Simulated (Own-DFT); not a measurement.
Simulation results for Hf₃₆O₇₁ (tetragonal hafnia with one neutral oxygen vacancy, atoms displaced)

Computed with Own-DFT development build. A calculation, not a measurement: plane-wave PBE and HSE06 DFT by an unreviewed code, no spin, of a simulated cell at Gamma alone, so results move with cell size and shape, stress positive in tension, energies less offsets, not probed for a lower state with spin; hafnium file: forces about 75 meV/angstrom off all-electron values; oxygen file: force components 24 meV/angstrom off all-electron in a glass; k mesh not checked against a denser one; forces and stress are PBE's, HSE06 gives the energy alone, and its difference from PBE has offsets of its own; offsets are fitted by least squares, one for each functional and potential file, so energies compare only between cells with the same atoms and settings and are not formation energies; the far tail of each file's local potential was reset to the Coulomb form; each entry is a single point on an unrelaxed cell, so the pressure reflects the starting lattice, taken from the Materials Project, from which strain is counted, and rises with the displacements; printed positions are rounded, which can move forces by about a meV/angstrom; the program is a retired in-house code; no spin-orbit coupling.

Entry: Hf₃₆O₇₁ (tetragonal hafnia with one neutral oxygen vacancy, atoms displaced)

```
cell vectors (Å)
  10.7800     0.0000     0.0000
   0.0000    10.7800     0.0000
   0.0000     0.0000    10.4493
atoms (fractions of the cell vectors)
Hf  0.00013  0.99497  0.00256
Hf  0.16759  0.17283  0.24166
O   0.99322  0.17413  0.14778
O   0.16788  0.99487  0.34125
O   0.00835  0.16103  0.39777
O   0.17038  0.99863  0.09238
Hf  0.99917  0.98950  0.50318
Hf  0.16306  0.16845  0.74456
O   0.99884  0.15326  0.65212
O   0.16993  0.00148  0.84580
O   0.99768  0.16045  0.90301
O   0.16790  0.00146  0.59935
Hf  0.99857  0.32977  0.99510
Hf  0.16449  0.50181  0.25384
O   0.99393  0.49180  0.15352
O   0.17240  0.33540  0.36207
O   0.00142  0.50683  0.40343
O   0.17208  0.33355  0.08513
Hf  0.99807  0.33994  0.49383
Hf  0.16371  0.51258  0.74800
O   0.99802  0.49377  0.64875
O   0.16234  0.33802  0.85110
O   0.99264  0.50220  0.90491
O   0.15994  0.33694  0.59394
Hf  0.00597  0.66506  0.01029
Hf  0.17921  0.83078  0.25116
O   0.99990  0.84479  0.15541
O   0.16404  0.67111  0.34966
O   0.99870  0.83753  0.40822
O   0.15873  0.67204  0.09806
Hf  0.99769  0.66310  0.50768
Hf  0.16482  0.82301  0.74525
O   0.00106  0.83439  0.64827
O   0.16519  0.65617  0.84489
O   0.99206  0.83760  0.90004
O   0.16792  0.66919  0.59718
Hf  0.33305  0.00147  0.99576
Hf  0.49870  0.15842  0.24590
O   0.33732  0.16686  0.14628
O   0.49391  0.00962  0.35202
O   0.32919  0.16254  0.39897
O   0.49490  0.99890  0.09888
Hf  0.33251  0.00814  0.49478
Hf  0.50724  0.16903  0.74599
O   0.33384  0.15827  0.65064
O   0.50027  0.99847  0.84706
O   0.33987  0.16841  0.89650
O   0.50430  0.99843  0.60753
Hf  0.33468  0.32972  0.99884
Hf  0.49915  0.49861  0.25104
O   0.33755  0.49915  0.15129
O   0.50277  0.33102  0.34384
O   0.32523  0.50244  0.40153
O   0.50212  0.32425  0.09831
Hf  0.31986  0.32733  0.49889
Hf  0.49763  0.51145  0.75503
O   0.34477  0.50221  0.65666
O   0.50343  0.33635  0.84807
O   0.33235  0.50975  0.89677
O   0.49977  0.33246  0.59869
Hf  0.33191  0.66683  0.99994
Hf  0.50092  0.82876  0.24775
O   0.33803  0.83109  0.16090
O   0.50140  0.66366  0.33971
O   0.34156  0.82663  0.40077
O   0.49750  0.66629  0.10579
Hf  0.34071  0.65737  0.49638
Hf  0.49569  0.83879  0.75546
O   0.33445  0.83780  0.65223
O   0.49452  0.66967  0.85342
O   0.33661  0.83632  0.89956
O   0.49461  0.66548  0.59275
Hf  0.66427  0.00185  0.00441
Hf  0.82577  0.16380  0.25126
O   0.66664  0.16135  0.15383
O   0.83860  0.99383  0.35144
O   0.66997  0.17199  0.40444
O   0.82934  0.99938  0.10328
Hf  0.66720  0.98307  0.50365
Hf  0.82965  0.16484  0.75414
O   0.83138  0.00011  0.84782
O   0.66384  0.16077  0.89985
O   0.84322  0.00146  0.59492
Hf  0.66345  0.33296  0.99506
Hf  0.83740  0.50453  0.25367
O   0.66142  0.49586  0.14941
O   0.83725  0.33799  0.33782
O   0.67121  0.49733  0.39824
O   0.84071  0.33647  0.09042
Hf  0.67227  0.32926  0.49843
Hf  0.83574  0.49983  0.74922
O   0.66676  0.50107  0.64915
O   0.82749  0.33635  0.84575
O   0.67175  0.50148  0.90314
O   0.83395  0.32794  0.59622
Hf  0.67616  0.66406  0.00150
Hf  0.82845  0.82909  0.24726
O   0.66442  0.84178  0.15286
O   0.83147  0.67079  0.35109
O   0.66175  0.83506  0.40033
O   0.82797  0.66633  0.09287
Hf  0.66026  0.66137  0.49118
Hf  0.83308  0.83576  0.75256
O   0.66125  0.83360  0.64651
O   0.83755  0.66213  0.85136
O   0.66444  0.83571  0.90619
O   0.83215  0.65891  0.58727
```

* first functional: PBE
* second functional: HSE06
* exact exchange share: 0.25
* screening: 0.11 1/bohr
* exchange divergence: Gygi-Baldereschi
* potential files: PseudoDojo norm-conserving, scalar-relativistic, made for PBE, standard set
* wave cutoff: 48 hartree
* occupations: fixed
* k mesh: 1 x 1 x 1 centred on Gamma
* PBE energy of cell above offsets: -96.372 eV
* HSE06 less PBE above offsets: 0.098 eV
* PBE pressure: 2.33 GPa
* PBE stress xx: -2.18 GPa
* PBE stress yy: -1.95 GPa
* PBE stress zz: -2.85 GPa
* PBE stress yz: -1.52 GPa
* PBE stress xz: -0.44 GPa
* PBE stress xy: 0.07 GPa

Force:
| element | x (eV/Å) | y (eV/Å) | z (eV/Å) |
| --- | --- | --- | --- |
| Hf | -0.071 | 0.9 | 0.258 |
| Hf | -1.426 | -1.504 | 0.87 |
| O | 1.443 | -0.328 | 0.581 |
| O | 0.891 | 0.799 | -0.154 |
| O | -0.175 | 1.325 | 0.349 |
| O | -0.224 | 0.257 | 0.402 |
| Hf | 1.646 | 2.715 | -0.937 |
| Hf | -0.11 | -0.941 | 0.683 |
| O | -0.082 | 1.314 | 0.735 |
| O | -0.147 | -0.706 | -0.253 |
| O | -0.038 | 0.715 | -0.178 |
| O | 0.22 | -0.429 | -0.697 |
| Hf | 0.281 | -0.492 | -0.286 |
| Hf | 0.835 | 0.094 | 0.079 |
| O | 2.143 | 1.191 | 0.179 |
| O | -0.714 | 0.273 | -2.685 |
| O | 0.038 | -0.765 | -0.958 |
| O | -1.146 | -0.122 | 2.425 |
| Hf | -0.464 | -2.546 | 0.155 |
| Hf | 1.118 | -4.794 | -1.036 |
| O | 0.415 | 0.744 | 0.031 |
| O | 0.215 | 0.011 | -1.476 |
| O | 0.609 | 0.281 | -0.046 |
| O | 0.492 | -0.314 | 0.942 |
| Hf | -3.323 | 0.154 | -2.555 |
| Hf | -1.964 | 1.317 | 0.934 |
| O | -0.035 | -1.118 | -0.112 |
| O | -0.031 | -1.322 | -0.588 |
| O | 0.063 | -3.104 | -0.678 |
| O | 2.638 | -0.415 | 0.923 |
| Hf | 0.237 | 2.244 | -1.278 |
| Hf | 1.207 | 2.913 | -0.209 |
| O | -0.526 | -0.867 | 1.076 |
| O | -0.515 | 3.992 | 2.146 |
| O | 0.712 | -1.707 | 0.123 |
| O | 0.173 | -0.628 | 0.694 |
| Hf | -0.28 | 0.929 | -0.961 |
| Hf | 0.363 | 2.184 | 0.219 |
| O | -1.224 | 0.153 | 0.176 |
| O | 0.595 | -2.129 | 0.305 |
| O | -0.463 | 1.9 | -0.699 |
| O | 0.536 | 0.035 | 0.124 |
| Hf | -0.092 | -2.275 | 1.636 |
| Hf | -0.276 | 0.283 | -0.289 |
| O | -0.198 | 0.9 | -0.591 |
| O | -0.018 | 0.811 | 0.649 |
| O | -0.259 | -0.023 | 0.538 |
| O | -0.086 | 0.713 | -1.222 |
| Hf | 1.236 | 0.355 | -1.169 |
| Hf | 0.802 | -1.456 | -0.845 |
| O | -1.741 | 0.217 | 0.105 |
| O | -0.653 | 0.02 | 0.032 |
| O | 0.216 | -1.309 | -0.398 |
| O | -0.285 | 0.38 | -0.66 |
| Hf | 2.656 | 0.116 | 0.674 |
| Hf | 1.616 | -1.806 | -0.294 |
| O | -3.005 | -0.044 | -1.068 |
| O | 0.146 | 0.376 | 0.036 |
| O | 0.042 | -1.223 | 0.921 |
| O | 0.127 | -1.088 | -0.685 |
| Hf | 1.947 | -0.017 | 0.185 |
| Hf | -0.125 | 0.839 | 0.583 |
| O | -0.461 | -0.157 | -1.888 |
| O | 0.339 | -0.23 | 1.759 |
| O | -0.158 | 0.536 | 0.297 |
| O | 0.379 | 0.47 | -1.245 |
| Hf | -1.351 | 2.108 | 0.46 |
| Hf | -0.039 | 0.095 | -0.781 |
| O | -0.595 | -0.565 | 0.51 |
| O | 0.342 | 0.501 | -0.044 |
| O | -0.761 | -1.23 | 0.783 |
| O | 1.765 | -0.006 | 0.444 |
| Hf | 0.101 | -0.594 | -0.206 |
| Hf | 1.662 | -0.6 | 0.486 |
| O | -0.317 | 0.054 | -0.542 |
| O | -1.052 | 0.386 | -0.651 |
| O | 0.562 | -1.904 | 0.079 |
| O | 0.441 | 0.176 | -0.655 |
| Hf | 0.37 | 2.879 | 0.937 |
| Hf | 0.516 | 0.29 | -1.125 |
| O | -0.256 | -0.489 | 0.009 |
| O | 0.135 | 0.931 | -0.189 |
| O | -3.503 | -0.534 | 1.304 |
| Hf | 0.546 | 0.536 | 0.494 |
| Hf | -2.152 | -0.811 | -0.791 |
| O | 1.05 | 0.336 | 0.282 |
| O | 0.406 | -0.449 | 0.928 |
| O | -0.159 | 0.445 | 0.036 |
| O | -2.561 | -0.192 | 0.132 |
| Hf | -1.984 | 0.691 | 0.839 |
| Hf | -1.473 | 0.037 | 0.162 |
| O | -0.072 | 0.506 | 0.452 |
| O | 0.344 | -1.024 | -0.311 |
| O | -0.371 | 0.265 | -0.101 |
| O | 0.5 | -0.211 | -0.131 |
| Hf | -3.082 | -0.087 | -1.282 |
| Hf | 1.394 | 2.127 | 0.493 |
| O | 0.195 | -0.643 | -0.017 |
| O | -0.004 | -0.454 | -0.721 |
| O | -0.283 | -1.72 | -0.982 |
| O | 2.605 | 0.277 | 2.135 |
| Hf | 0.626 | -0.404 | 1.309 |
| Hf | -0.356 | -0.114 | 0.132 |
| O | 1.351 | -0.315 | 0.599 |
| O | -0.597 | 1.424 | -1.035 |
| O | 0.529 | -0.739 | -0.318 |
| O | -0.535 | 0.417 | 1.185 |
